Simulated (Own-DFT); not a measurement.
# Energy and forces against displacement in rutile TiO2, 72 atoms (O48Ti24)

These are calculations, not measurements. They come from Own-DFT, an in-house plane-wave density functional program, since retired, whose code no person has reviewed. Each row is one single-point run on a periodic cell that was not relaxed, without spin or spin-orbit coupling.

Settings of every run: PBE; PseudoDojo norm-conserving scalar-relativistic files; cutoff 72 hartree; 3 x 3 x 3 k mesh centred on Gamma; Fermi-Dirac smearing of 0.1 eV.

Known limits, some of them of some rows only: some atoms lie very close together; oxygen file: force components 24 meV/angstrom off all-electron in a glass; forces on such cells passed a denser k mesh, each cell not checked; stress not checked against mesh or cutoff.

Cell vectors in Å: (9.187, 0.000, 0.000); (0.000, 9.187, 0.000); (0.000, 0.000, 8.876). In each run every atom was moved at random and independently from its ideal site; u is the rms move along one axis. E is the free energy for each atom above the fitted value at u = 0, and F the rms of the force components.

```
run,u (Å),E (meV/atom),F (eV/Å),largest force (eV/Å),P (GPa)
1,0.0196,8.2,0.361,1.36,4.88
2,0.0207,9.5,0.426,2.18,5.05
3,0.0233,11.2,0.427,1.69,4.73
4,0.0511,60.7,1.155,5.65,7.64
5,0.0532,51.9,0.940,3.14,6.81
6,0.0753,122.8,1.531,6.36,9.25
7,0.0770,?,?,?,?
8,0.0814,144.2,1.818,8.07,11.70
9,0.1247,309.4,2.719,12.68,15.78
10,0.1570,568.2,3.565,17.52,24.33
```

## Worked fit

For small independent moves the energy grows as E = (3/2) K u², with K the mean stiffness felt by one atom. The runs with u up to 0.11 Å give K = 14.2 ± 0.6 eV/Å², with residuals divided by u² + 0.0006 Å², since the noise grows with the moves. The scatter is 4.2 meV/atom at u = 0.05 Å. The forces follow F = G u with G = 20.1 eV/Å²; no force at u = 0 is resolved. G exceeds K because the moves of its neighbours add to the force on an atom, and stiffness differs between atoms. At u = 0.157 Å the parabola gives 525 meV/atom and the run 568. The pressure follows P = 4.44 + 996 u² GPa: at fixed volume, shortened bonds push harder than stretched ones pull.

## Withheld run

Question: what energy and rms force should run 7 give?

The fit gives 126 ± 10 meV/atom and about 1.55 eV/Å. The calculation gave 117.2 meV/atom and 1.490 eV/Å.
